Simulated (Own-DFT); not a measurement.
# What random displacements cost in grey tin, 64 atoms (Sn64)

Calculated results; nothing here was measured. The program, named Own-DFT, is a retired in-house plane-wave density functional code that no person has reviewed. Each row is one single-point run on a periodic cell that was not relaxed, without spin or spin-orbit coupling.

Settings of every run: PBE; PseudoDojo norm-conserving scalar-relativistic files; cutoff 42 hartree; 3 x 3 x 3 k mesh centred on Gamma; cold (Marzari-Vanderbilt) smearing of 0.2 eV.

Known limits: forces on such cells moved up to 12 meV/angstrom on a denser k mesh; stress not checked against mesh or cutoff.

Cell vectors in Å: (12.978, 0.000, 0.000); (0.000, 12.978, 0.000); (0.000, 0.000, 12.978). In each run every atom was moved at random and independently from its ideal site; u is the rms move along one axis. E is the free energy for each atom above the fitted value at u = 0, and F the rms of the force components.

```
run   u (Å)  E (meV/atom)  F (eV/Å)  largest force (eV/Å)  P (GPa)
  1  0.0205           5.3     0.197                  0.57     3.37
  2  0.0206           5.9     0.214                  0.66     3.38
  3  0.0211             ?         ?                     ?        ?
  4  0.0490          33.8     0.576                  2.23     3.64
  5  0.0502          33.2     0.562                  2.10     3.63
  6  0.0978         127.5     1.141                  4.21     4.51
  7  0.0992         123.5     1.089                  4.40     4.47
  8  0.1088         161.4     1.409                  5.74     4.86
  9  0.1541         317.8     2.041                 12.57     6.19
```

## Worked fit

For small independent moves the energy grows as E = (3/2) K u², with K the mean stiffness felt by one atom. The runs with u up to 0.11 Å give K = 8.9 ± 0.2 eV/Å², with residuals divided by u² + 0.0006 Å², since the noise grows with the moves. The scatter is 1.5 meV/atom at u = 0.05 Å. The forces follow F = G u with G = 11.3 eV/Å²; no force at u = 0 is resolved. G exceeds K because the moves of its neighbours add to the force on an atom, and stiffness differs between atoms. At u = 0.154 Å the parabola gives 316 meV/atom and the run 318. The pressure follows P = 3.32 + 124 u² GPa: at fixed volume, shortened bonds push harder than stretched ones pull.

## Withheld run

Question: what energy and rms force should run 3 give?

The fit gives 6 ± 1 meV/atom and about 0.24 eV/Å. The calculation gave 6.3 meV/atom and 0.224 eV/Å.
